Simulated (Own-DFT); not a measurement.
GaN (wurtzite, strained, atoms displaced) (calculated)

All values are calculated (Own-DFT development build). A calculation, not a measurement: plane-wave PBE density functional theory by an unreviewed code, no spin, of a simulated periodic cell, stress positive in tension, free energy of the whole cell less one offset for each atom, forces on such cells passed a denser k mesh, this cell's mesh not checked; offsets are fitted by least squares, one for each functional and potential file, so energies compare only between cells with the same atoms and settings and are not formation energies; the far tail of each file's local potential was reset to the Coulomb form; each entry is a single point on an unrelaxed cell, so the pressure reflects the starting lattice, mostly measured values (interpolated for alloys), from which strain is counted, and rises with the displacements; printed positions are rounded, which can move forces by about a meV/angstrom; the program, named Own-DFT, is a retired in-house code; no spin-orbit coupling.

Common to all runs: functional PBE; potential files PseudoDojo norm-conserving, scalar-relativistic, standard set with the stringent files for Ga; wave cutoff 96 hartree; occupations Gaussian; smearing width 0.01 eV; k mesh 3 x 4 x 3 centred on Gamma.

(1) GaN (wurtzite, strained, atoms displaced)

```
GaN
1.0
     12.7560     0.0000     0.0957
     -4.7835     8.2853    -0.0359
      0.0778     0.0000    10.3700
Ga N Ga N Ga N Ga N Ga N Ga N Ga N Ga N Ga N Ga N Ga N Ga N Ga N Ga N Ga N Ga N Ga N Ga N Ga N Ga N Ga N Ga N Ga N Ga N
2 2 2 2 2 2 2 2 2 2 2 2 2 2 2 2 2 2 2 2 2 2 2 2 2 2 2 2 2 2 2 2 2 2 2 2 2 2 2 2 2 2 2 2 2 2 2 2
Direct
  0.07527 0.21640 0.99468
  0.15978 0.11722 0.25043
  0.08458 0.21299 0.18995
  0.16607 0.11238 0.43791
  0.08720 0.22935 0.50497
  0.16309 0.10869 0.74822
  0.08230 0.21427 0.68983
  0.16911 0.11697 0.93290
  0.08364 0.54920 0.99419
  0.16791 0.44076 0.25020
  0.08614 0.56592 0.19105
  0.17084 0.44172 0.43433
  0.08532 0.55916 0.49356
  0.16487 0.44404 0.75220
  0.08137 0.55650 0.68938
  0.16678 0.44929 0.94085
  0.08617 0.89263 0.00057
  0.17237 0.78352 0.24806
  0.08694 0.88993 0.18788
  0.16509 0.78178 0.43364
  0.08594 0.89334 0.49381
  0.16807 0.77953 0.74559
  0.08397 0.88785 0.69238
  0.17024 0.76997 0.93626
  0.32424 0.21688 0.99711
  0.41053 0.10836 0.25242
  0.33070 0.22717 0.18589
  0.41907 0.11491 0.44367
  0.33952 0.22938 0.50127
  0.42051 0.11750 0.74631
  0.33272 0.22395 0.68098
  0.41762 0.10875 0.93870
  0.33567 0.56354 0.99326
  0.42031 0.45141 0.25387
  0.33166 0.56197 0.18969
  0.41477 0.44607 0.44818
  0.33072 0.55751 0.50267
  0.41626 0.44665 0.75194
  0.33370 0.55793 0.68791
  0.41338 0.43681 0.94784
  0.33433 0.88558 0.99658
  0.41809 0.77542 0.25067
  0.33690 0.89806 0.18569
  0.41441 0.77832 0.42837
  0.33053 0.87597 0.50025
  0.41526 0.78089 0.74313
  0.33314 0.88732 0.68587
  0.42105 0.77377 0.93628
  0.58395 0.22145 0.00917
  0.66626 0.11449 0.25592
  0.57600 0.21625 0.19177
  0.66216 0.10342 0.44029
  0.58628 0.22999 0.49773
  0.66986 0.11728 0.74948
  0.58266 0.21776 0.68752
  0.65879 0.10456 0.93223
  0.58156 0.55340 0.99755
  0.67374 0.44774 0.24305
  0.57926 0.55305 0.19437
  0.66296 0.44422 0.44285
  0.58144 0.55728 0.49990
  0.65867 0.43753 0.74302
  0.58729 0.55439 0.69141
  0.66449 0.44404 0.93508
  0.58246 0.88990 0.99958
  0.67143 0.77530 0.24829
  0.58002 0.89070 0.17894
  0.66799 0.77447 0.43597
  0.57321 0.88253 0.49278
  0.66281 0.77472 0.74984
  0.58601 0.88842 0.68436
  0.67040 0.78491 0.92863
  0.83627 0.21246 0.00006
  0.92040 0.11341 0.25059
  0.82163 0.21582 0.19089
  0.92089 0.10863 0.44190
  0.83922 0.22827 0.49488
  0.91573 0.10217 0.75299
  0.83888 0.22294 0.69235
  0.91814 0.11798 0.93839
  0.83718 0.56603 0.99927
  0.91878 0.44470 0.23978
  0.84353 0.56712 0.18874
  0.92072 0.44573 0.43675
  0.83130 0.55462 0.49587
  0.91301 0.44539 0.75864
  0.84131 0.56675 0.68719
  0.91728 0.44924 0.94004
  0.82576 0.88428 0.99946
  0.91286 0.78060 0.25181
  0.83141 0.88296 0.18157
  0.91380 0.77590 0.44590
  0.82867 0.88629 0.50673
  0.91742 0.77827 0.74526
  0.83385 0.89787 0.69191
  0.91026 0.76474 0.94296
```

| Item | Value |
| --- | --- |
| free energy of cell above offsets | -5.787 eV |
| pressure | 6.64 GPa |
| stress xx | -6.38 GPa |
| stress yy | -7.33 GPa |
| stress zz | -6.2 GPa |
| stress yz | 0.24 GPa |
| stress xz | 1.22 GPa |
| stress xy | -0.06 GPa |

Force:
```
element  x (eV/Å)  y (eV/Å)  z (eV/Å)
     Ga     2.005     1.251     0.871
     Ga     4.051    -1.911     0.998
      N    -3.469     2.298    -1.985
      N     0.298     0.602     0.202
     Ga     0.131    -1.129    -0.335
     Ga     1.266     0.007    -0.407
      N     -0.67     1.307     0.303
      N    -1.455    -1.179     0.279
     Ga    -1.362     1.416     1.326
     Ga    -0.633     0.614    -0.781
      N     0.911    -1.802    -0.814
      N    -0.993     0.611     0.707
     Ga    -0.054    -0.284     0.808
     Ga    -0.302    -0.068    -0.442
      N     0.568    -0.351    -0.618
      N     1.315    -1.676    -0.542
     Ga     0.136    -0.958    -0.305
     Ga    -0.397     0.265    -0.399
      N    -1.041     0.385     0.251
      N     1.035    -0.431     0.578
     Ga    -0.678    -0.091      0.99
     Ga    -0.158     -0.46     0.764
      N    -0.012     0.341    -0.973
      N    -1.011     0.953    -0.121
     Ga     1.996     0.172     1.039
     Ga    -0.518      0.98     0.284
      N     0.039    -0.157     0.749
      N     0.003    -0.944     -0.57
     Ga    -0.775    -1.269    -0.893
     Ga    -0.797     -0.81     0.641
      N     0.139     0.088     2.007
      N    -0.539     0.296    -0.435
     Ga     0.221    -1.492     1.424
     Ga     -1.41    -1.166    -0.071
      N     0.792    -0.913    -0.649
      N     0.152     0.837    -1.291
     Ga     0.519    -0.179    -0.403
     Ga     0.188    -0.454     0.163
      N    -0.194    -0.272     0.336
      N     -0.33     1.219    -1.631
     Ga     0.111     0.366     0.182
     Ga    -0.763     0.978    -1.937
      N     0.494    -1.318     0.051
      N      0.13    -0.935     1.685
     Ga    -1.183     2.068    -0.332
     Ga     1.057     0.129     1.046
      N    -0.063     0.579     -0.13
      N    -0.859     0.937    -0.934
     Ga    -0.417     0.015    -1.511
     Ga    -1.378    -1.458    -0.383
      N     0.975     1.189      0.46
      N     0.459     1.187     0.075
     Ga     0.049     -1.57     0.247
     Ga     0.448    -0.855    -0.579
      N      0.26     0.615    -0.636
      N     1.169     1.047      1.12
     Ga    -0.014     0.228     0.345
     Ga    -0.907    -0.512       0.8
      N     1.623     0.621    -1.203
      N     0.782     0.711    -1.242
     Ga     0.118    -0.088     0.341
     Ga      2.05     0.585     1.135
      N    -1.627     0.365    -0.755
      N     0.582    -0.149     0.589
     Ga     0.237    -0.063    -0.911
     Ga    -1.662     0.299     0.021
      N     1.232    -0.099     2.093
      N    -0.823     0.485     0.099
     Ga     1.759     0.486     1.062
     Ga     0.283     0.514    -0.958
      N    -0.873    -0.013    -0.385
      N    -0.728    -1.052     1.828
     Ga     -3.55     1.596     0.258
     Ga     -0.99    -0.672     0.474
      N     2.688     0.977    -0.829
      N    -0.579     0.246    -0.657
     Ga    -0.326    -1.068     1.088
     Ga    -0.618     2.171     -0.45
      N    -0.537      0.28    -0.563
      N     0.874    -2.202     -0.26
     Ga     -0.33    -3.468     0.614
     Ga     0.016     0.185     1.042
      N    -0.981    -1.351    -0.116
      N    -0.737     0.034    -0.823
     Ga     0.575    -0.179     0.765
     Ga     0.402     0.027    -1.561
      N     -0.99    -2.153    -0.339
      N     0.147    -1.182     1.043
     Ga     1.356     0.075    -0.758
     Ga     1.618     0.529     0.483
      N    -0.083     1.318     0.812
      N     0.048     0.615    -1.103
     Ga     0.394     0.511    -0.436
     Ga    -0.413     0.493     0.986
      N     0.395    -2.408    -0.285
      N     0.133     4.686     -1.73
```

(2) GaN (wurtzite, strained, atoms displaced)

```
GaN
1.0
     12.7560     0.0000     0.0000
     -4.7835     8.2853     0.0621
      0.0000     0.0778    10.3700
Ga N Ga N Ga N Ga N Ga N Ga N Ga N Ga N Ga N Ga N Ga N Ga N Ga N Ga N Ga N Ga N Ga N Ga N Ga N Ga N Ga N Ga N Ga N Ga N
2 2 2 2 2 2 2 2 2 2 2 2 2 2 2 2 2 2 2 2 2 2 2 2 2 2 2 2 2 2 2 2 2 2 2 2 2 2 2 2 2 2 2 2 2 2 2 2
Direct
  0.08375 0.21716 0.99861
  0.16067 0.10488 0.25279
  0.09218 0.23171 0.18636
  0.16147 0.11220 0.44563
  0.09409 0.22116 0.49892
  0.16521 0.11754 0.75540
  0.08554 0.21973 0.69201
  0.16706 0.11437 0.94332
  0.08638 0.55711 0.00641
  0.16280 0.44642 0.24644
  0.08757 0.56021 0.18714
  0.17484 0.45121 0.43869
  0.07855 0.55893 0.49909
  0.16276 0.43861 0.74767
  0.08613 0.55592 0.68762
  0.15884 0.43709 0.93249
  0.08416 0.88205 0.99537
  0.16175 0.77730 0.24970
  0.08356 0.89405 0.18294
  0.17428 0.78537 0.43641
  0.07865 0.87820 0.50223
  0.17499 0.78362 0.74340
  0.08893 0.88167 0.67912
  0.17315 0.77940 0.93779
  0.33231 0.21981 0.00686
  0.41071 0.10623 0.24984
  0.33427 0.21600 0.19131
  0.40734 0.10615 0.44202
  0.32911 0.21640 0.49390
  0.41692 0.11159 0.74692
  0.33646 0.23338 0.68706
  0.41404 0.10696 0.93564
  0.32996 0.56587 0.99529
  0.42319 0.44312 0.24797
  0.32710 0.54680 0.19533
  0.41731 0.44693 0.43889
  0.33008 0.56576 0.49902
  0.40749 0.43253 0.75174
  0.33495 0.55267 0.69020
  0.41892 0.44151 0.94111
  0.32273 0.87590 0.00698
  0.41268 0.77162 0.24959
  0.33574 0.88251 0.19092
  0.42175 0.78270 0.43783
  0.33333 0.88875 0.49456
  0.42563 0.77789 0.74992
  0.32838 0.88619 0.69779
  0.41114 0.77744 0.94277
  0.58145 0.21460 0.99209
  0.66158 0.12093 0.25036
  0.58283 0.22520 0.18278
  0.67256 0.11589 0.43603
  0.58381 0.22624 0.50471
  0.66830 0.11329 0.74649
  0.58229 0.22296 0.68872
  0.66924 0.11366 0.93352
  0.58445 0.56340 0.99992
  0.67133 0.45348 0.25903
  0.58399 0.56363 0.18996
  0.67241 0.45314 0.43273
  0.58502 0.55558 0.50084
  0.67075 0.45309 0.75345
  0.59228 0.55906 0.69772
  0.66638 0.44349 0.93877
  0.57878 0.89202 0.99161
  0.66390 0.77750 0.25723
  0.59015 0.89418 0.18666
  0.66892 0.77825 0.43784
  0.58130 0.88526 0.49253
  0.66775 0.77905 0.75150
  0.57948 0.89013 0.68374
  0.66709 0.77947 0.93468
  0.83934 0.21302 0.00634
  0.92640 0.11287 0.25238
  0.83508 0.22737 0.19868
  0.91185 0.10283 0.43467
  0.83443 0.22330 0.49304
  0.91446 0.09287 0.75426
  0.83787 0.22687 0.68951
  0.91684 0.11147 0.94734
  0.82859 0.54345 0.00433
  0.91275 0.43890 0.25686
  0.82895 0.55249 0.18541
  0.91489 0.43803 0.44166
  0.83449 0.55906 0.49419
  0.92194 0.44939 0.74674
  0.83293 0.55529 0.68609
  0.91578 0.45039 0.93297
  0.82627 0.89147 0.99713
  0.91971 0.77569 0.25116
  0.83079 0.89809 0.18913
  0.92137 0.78245 0.44394
  0.83055 0.89047 0.49850
  0.91367 0.76808 0.74713
  0.83382 0.88670 0.68378
  0.92061 0.78237 0.93735
```

| Quantity | Value |
| --- | --- |
| free energy of cell above offsets | -4.670 eV |
| pressure | 7.06 GPa |
| stress xx | -7.48 GPa |
| stress yy | -7.05 GPa |
| stress zz | -6.66 GPa |
| stress yz | 0.77 GPa |
| stress xz | -0.39 GPa |
| stress xy | -0.2 GPa |

Force:
```
element  x (eV/Å)  y (eV/Å)  z (eV/Å)
     Ga    -0.335     0.764     0.536
     Ga     0.728     1.238     0.088
      N    -0.602    -1.038     0.165
      N     2.772    -2.335    -2.078
     Ga    -4.009     1.758      1.23
     Ga      2.01    -1.336     -0.44
      N    -1.309    -0.195    -0.753
      N     0.749    -0.946    -0.576
     Ga    -1.075    -0.596    -2.032
     Ga     1.158    -0.138     1.204
      N    -1.523    -0.174     0.926
      N    -2.414    -1.062    -0.319
     Ga     1.733    -0.289     0.294
     Ga     0.263     0.724     -0.14
      N    -0.085     0.459    -0.533
      N     0.539     0.739     0.987
     Ga    -0.471      0.59    -0.253
     Ga     0.949     0.456    -0.071
      N     0.323    -0.852     0.627
      N    -1.558    -1.263      -0.4
     Ga     1.012     1.565    -0.516
     Ga    -1.895     -2.03     1.509
      N    -1.645     0.998     2.282
      N    -1.949    -1.121    -0.508
     Ga     0.602     0.178    -0.912
     Ga     1.688    -0.123     0.075
      N    -1.363     0.438      0.32
      N     1.839     0.795    -0.764
     Ga    -0.505      1.52     1.159
     Ga    -0.705    -0.083     0.492
      N    -0.011    -3.045    -0.776
      N    -0.156     -0.28     0.602
     Ga      1.01    -2.904      1.07
     Ga    -1.637     -0.23     0.539
      N      0.92      0.87     -1.38
      N     0.161    -0.068    -0.004
     Ga     2.156    -0.744     0.663
     Ga     1.365     2.512     0.768
      N    -0.742     0.671    -0.181
      N    -1.191     0.591     0.127
     Ga     1.552     2.468    -0.409
     Ga     1.629    -0.066    -0.292
      N    -1.666     0.539     0.177
      N    -1.104    -0.051    -0.298
     Ga     0.798    -0.042     1.718
     Ga    -2.586    -0.766     0.343
      N     3.564     1.301    -2.323
      N     0.822     0.893    -1.145
     Ga    -0.703     0.796     0.606
     Ga     1.457     -1.21    -0.368
      N    -0.997     0.536     0.606
      N    -1.698     -0.43     0.496
     Ga     0.136    -0.459    -0.819
     Ga     0.431     0.381    -0.263
      N     0.258      0.57     0.057
      N     0.596      -0.3     0.321
     Ga     0.445    -1.244     0.096
     Ga    -1.087    -1.055     -3.18
      N     1.076    -0.354    -0.363
      N    -0.397    -0.885     2.299
     Ga    -0.711     -0.12     0.922
     Ga     0.677    -1.361      0.24
      N    -2.156      0.07    -1.673
      N    -0.352     0.137      0.37
     Ga     0.773    -0.083     1.518
     Ga       0.3     0.946    -1.494
      N    -1.484    -0.095    -0.083
      N    -0.478    -0.379     0.924
     Ga     0.814     1.175     0.716
     Ga    -0.293    -0.097    -0.938
      N     1.855     0.498    -0.122
      N    -0.953     0.424     0.182
     Ga    -2.746     2.223     0.221
     Ga    -1.302     0.065     -0.51
      N     0.485    -0.892    -1.224
      N     1.084     1.684     0.813
     Ga     0.764    -1.324     1.648
     Ga    -0.773     2.466    -0.352
      N     0.347    -0.982    -0.487
      N     1.248    -0.677    -1.719
     Ga    -0.151     1.092    -1.233
     Ga     0.214     0.996    -1.146
      N     1.112     0.735     1.479
      N    -0.321     1.882    -0.518
     Ga     0.281    -0.319      1.28
     Ga     -0.44    -0.581     0.428
      N     0.439    -0.446    -0.773
      N     1.336    -0.879     1.158
     Ga     1.833    -0.876     1.331
     Ga    -1.459     0.451    -0.631
      N     1.278    -1.267    -0.097
      N    -1.009    -0.767    -1.485
     Ga      0.67    -0.201     0.032
     Ga      0.75     1.072     0.498
      N     0.004    -0.578     0.538
      N    -0.965    -0.632    -0.092
```

(3) GaN (wurtzite, strained, atoms displaced)

```
GaN
1.0
     12.7560     0.0957     0.0000
     -4.7214     8.2494     0.0000
      0.0000     0.0000    10.3700
Ga N Ga N Ga N Ga N Ga N Ga N Ga N Ga N Ga N Ga N Ga N Ga N Ga N Ga N Ga N Ga N Ga N Ga N Ga N Ga N Ga N Ga N Ga N Ga N
2 2 2 2 2 2 2 2 2 2 2 2 2 2 2 2 2 2 2 2 2 2 2 2 2 2 2 2 2 2 2 2 2 2 2 2 2 2 2 2 2 2 2 2 2 2 2 2
Direct
  0.08478 0.22246 0.00148
  0.16512 0.11276 0.24883
  0.09508 0.23673 0.20015
  0.17056 0.09894 0.43381
  0.08815 0.22762 0.49906
  0.15661 0.10268 0.74396
  0.07593 0.22226 0.69798
  0.17613 0.12363 0.93544
  0.08184 0.54772 0.00144
  0.18245 0.45833 0.24735
  0.08357 0.55998 0.18797
  0.16198 0.43888 0.44265
  0.08522 0.56492 0.49785
  0.16814 0.45702 0.76127
  0.07687 0.56332 0.69619
  0.17117 0.44835 0.94572
  0.08457 0.89010 0.99297
  0.16309 0.77376 0.25502
  0.07726 0.87726 0.18214
  0.17051 0.77596 0.43436
  0.08860 0.87621 0.50079
  0.17465 0.78496 0.75328
  0.08973 0.88947 0.68504
  0.17303 0.78072 0.93615
  0.34584 0.23902 0.99848
  0.42107 0.10881 0.24761
  0.33252 0.22230 0.18509
  0.42336 0.10315 0.44203
  0.32448 0.21380 0.49557
  0.42059 0.11580 0.75648
  0.33147 0.21712 0.68571
  0.41501 0.10924 0.92904
  0.32746 0.55162 0.00381
  0.41964 0.44364 0.24678
  0.33814 0.54811 0.18991
  0.40857 0.44298 0.43724
  0.33248 0.55335 0.49182
  0.42788 0.44118 0.75133
  0.33576 0.54707 0.68446
  0.41065 0.44151 0.93950
  0.33487 0.89842 0.99410
  0.41611 0.77527 0.24683
  0.33280 0.88940 0.19031
  0.41805 0.77924 0.43852
  0.34138 0.89709 0.50455
  0.41802 0.77631 0.75175
  0.32926 0.89370 0.68854
  0.42591 0.78022 0.93852
  0.58954 0.23301 0.99363
  0.66556 0.12276 0.24837
  0.57720 0.21459 0.18551
  0.67688 0.11300 0.43756
  0.58331 0.22144 0.50003
  0.67860 0.10804 0.75298
  0.58655 0.21686 0.68777
  0.66774 0.11000 0.93066
  0.57974 0.55261 0.99790
  0.67368 0.45749 0.25100
  0.58341 0.55118 0.19260
  0.66293 0.44851 0.43948
  0.58500 0.55973 0.49920
  0.66801 0.44831 0.73836
  0.57687 0.55520 0.68507
  0.66764 0.44611 0.93395
  0.57563 0.88693 0.00550
  0.66947 0.78339 0.24795
  0.58923 0.89249 0.18625
  0.67047 0.77959 0.43180
  0.58209 0.88243 0.49174
  0.66718 0.77525 0.75425
  0.58683 0.89569 0.68725
  0.66385 0.77848 0.93683
  0.83131 0.22112 0.00200
  0.91798 0.11840 0.24638
  0.83844 0.22879 0.18875
  0.91616 0.11441 0.44098
  0.82939 0.22961 0.50107
  0.91658 0.11693 0.74826
  0.82781 0.21415 0.68633
  0.91663 0.11025 0.94679
  0.82934 0.55403 0.98875
  0.91712 0.44504 0.25490
  0.82956 0.55513 0.19947
  0.90824 0.44895 0.43440
  0.83901 0.55947 0.49374
  0.91433 0.44986 0.75378
  0.83421 0.55183 0.68184
  0.91808 0.43028 0.93816
  0.83601 0.89427 0.99270
  0.92074 0.78947 0.25949
  0.83838 0.88400 0.18310
  0.92005 0.78762 0.43146
  0.83645 0.88413 0.50622
  0.91988 0.78068 0.75270
  0.83287 0.88972 0.68555
  0.91405 0.78484 0.93380
```

| Item | Value |
| --- | --- |
| free energy of cell above offsets | -3.637 eV |
| pressure | 7.28 GPa |
| stress xx | -7.72 GPa |
| stress yy | -6.38 GPa |
| stress zz | -7.75 GPa |
| stress yz | 0.83 GPa |
| stress xz | 0.26 GPa |
| stress xy | 1.25 GPa |

Force:
```
element  x (eV/Å)  y (eV/Å)  z (eV/Å)
     Ga     0.407    -0.264     0.536
     Ga     1.203    -1.082    -0.536
      N    -1.499    -0.846    -1.707
      N     -1.86    -0.141     0.402
     Ga     -0.77    -1.922     0.532
     Ga     1.183     1.982     0.861
      N     1.286     1.114    -1.183
      N     -0.48    -1.244      0.15
     Ga    -0.624     1.408     0.324
     Ga    -2.519     -1.07     1.236
      N     0.697    -0.878     0.317
      N     0.077     1.983    -0.931
     Ga     0.078     -1.94      1.02
     Ga     0.792     -0.81    -1.917
      N     1.323    -0.293    -1.026
      N    -0.905    -0.702    -0.371
     Ga     0.155     0.572     0.718
     Ga     0.278      0.98     -1.94
      N     0.331     1.398     0.377
      N     0.808     0.209     0.875
     Ga     -1.76     1.379    -0.231
     Ga    -0.894    -0.655     -0.15
      N    -1.291    -0.898     0.295
      N    -0.864    -0.845     0.588
     Ga    -0.842    -3.371     0.622
     Ga    -1.612    -0.108     0.815
      N     0.712    -0.329     0.377
      N    -1.515     1.646    -1.425
     Ga     2.251     1.192     0.849
     Ga     0.033    -0.131     -3.27
      N    -0.226     0.281     0.126
      N      0.67     1.528     2.832
     Ga     1.491      1.43    -0.342
     Ga     0.863    -1.007      1.21
      N    -0.481     2.073    -0.793
      N     2.147     -0.73    -0.627
     Ga     -0.93     0.497     1.703
     Ga    -3.525    -1.336    -0.247
      N    -0.992     0.794     0.874
      N     1.134     2.328    -0.788
     Ga     0.808    -1.099     1.282
     Ga     0.364     0.721     0.266
      N         0     -0.66    -0.818
      N    -0.161    -0.496    -0.636
     Ga    -0.217    -1.475    -0.017
     Ga      0.32    -0.046    -1.022
      N     2.016    -0.191     0.164
      N    -2.881    -1.295    -0.063
     Ga    -0.077    -1.987     0.314
     Ga     1.862    -1.021      0.54
      N     0.467     2.068     -0.97
      N    -2.567    -0.708    -0.867
     Ga     0.882     0.245     0.287
     Ga    -2.834    -0.469     -0.84
      N     -0.34     0.743      0.37
      N    -0.186     0.196      2.32
     Ga     0.043     0.901     0.692
     Ga    -0.833    -1.826     0.586
      N    -0.631     1.005    -1.341
      N     1.285    -0.497     0.102
     Ga    -1.328    -0.255    -0.658
     Ga     0.146    -1.002     0.143
      N     2.459      1.09    -0.102
      N    -0.588     0.513     -0.78
     Ga     2.202     1.264    -0.697
     Ga       1.1    -0.378    -0.505
      N    -1.192     0.223     0.823
      N     0.192     -0.31     0.912
     Ga     0.451     1.176     1.182
     Ga    -0.726     0.637    -0.977
      N     0.035    -1.515     -0.53
      N     0.509    -0.222     0.785
     Ga    -0.114    -1.088     0.338
     Ga     1.052    -0.859      1.07
      N    -1.193     -0.27    -0.254
      N     0.511    -0.015    -0.199
     Ga      2.09    -0.349      0.06
     Ga    -0.213    -0.864     0.594
      N     1.414     2.489    -0.125
      N      0.18     1.099    -1.263
     Ga     1.152     0.623     2.003
     Ga    -0.064     0.469    -1.465
      N     1.625      0.88    -2.106
      N     3.132    -0.647     0.742
     Ga     -2.79     1.038     0.534
     Ga     0.809    -1.442    -0.491
      N    -0.922     1.262     0.473
      N    -1.224     2.164    -0.098
     Ga     -1.24    -0.934      1.49
     Ga     0.431    -1.181    -3.082
      N    -1.678     1.363    -0.061
      N     1.278    -0.945     3.188
     Ga     -1.24     1.551    -1.442
     Ga    -0.026    -0.141    -1.607
      N     0.329    -0.411     1.498
      N     1.791    -1.319     0.106
```
